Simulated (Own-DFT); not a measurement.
# Point defects and the pressure they add: C40 NbSi2

No measurement is shown. These are fixed-geometry runs of a retired plane-wave code named Own-DFT, which no person has reviewed; spin and spin-orbit coupling are neglected.

Method: PBEsol; PseudoDojo norm-conserving scalar-relativistic files, made for PBE; cutoff 42 hartree; 4 x 4 x 5 k mesh centred on Gamma; cold (Marzari-Vanderbilt) smearing of 0.2 eV.

Known weak points: forces on such cells failed a check on a denser k mesh; stress not checked against mesh or cutoff.

All runs share one cell, with vectors in Å (0.000, 8.324, 0.000); (-9.613, 0.000, 0.000); (0.000, 0.000, 6.586) and a volume of 527.0 Å³. Atoms were moved at random from their sites; u is the rms move along one axis. The defect's site can differ from row to row.

```
cell,formula,u (Å),P (GPa)
no defect,Nb12Si24,0.0206,-2.17
no defect,Nb12Si24,0.0438,-1.46
no defect,Nb12Si24,0.0570,-0.44
two Nb on a Si site each,Nb14Si22,0.0292,3.51
two Nb on a Si site each,Nb14Si22,0.0474,4.22
two Nb on a Si site each,Nb14Si22,0.0522,4.49
two Nb vacancies,Nb10Si24,0.0280,-3.40
two Nb vacancies,Nb10Si24,0.0288,-3.44
two Nb vacancies,Nb10Si24,0.0467,-2.33
one Si vacancy,Nb12Si23,0.0306,-2.51
one Si vacancy,Nb12Si23,0.0318,-2.54
one Si vacancy,Nb12Si23,0.0457,-1.95
two Si on a Nb site each,Nb10Si26,0.0298,-1.65
two Si on a Nb site each,Nb10Si26,0.0311,?
two Si on a Nb site each,Nb10Si26,0.0466,-1.34
two Si on a Nb site each,Nb10Si26,0.0474,-1.30
```

## What the rows give

P = P0 + c u² + a shift for each defect gives P0 = -2.40 GPa, c = 559 ± 53 GPa/Å² and a scatter of 0.16 GPa. The shifts, and each times the cell's volume:

- two Nb on a Si site each: 5.39 ± 0.13 GPa, 17.7 eV (8.9 eV for each of its 2 sites)
- two Si on a Nb site each: -0.02 ± 0.13 GPa, -0.1 eV (0.0 eV for each of its 2 sites) (not resolved)
- one Si vacancy: -0.68 ± 0.13 GPa, -2.2 eV
- two Nb vacancies: -1.36 ± 0.13 GPa, -4.5 eV (-2.2 eV for each of its 2 sites)

A positive shift means that the defect pushes the cell outwards. Shift times volume (160.2 GPa Å³ is 1 eV) depends little on the cell's size, so, taken for each site, it can be compared between cells at like pressure. The atoms around the defects weren't relaxed, which would change these numbers.

## Test on the hidden row

Question: what pressure belongs in the blank (two Si on a Nb site each, u = 0.0311 Å)?

Estimate: -1.88 ± 0.19 GPa. The hidden result is -1.55 GPa.
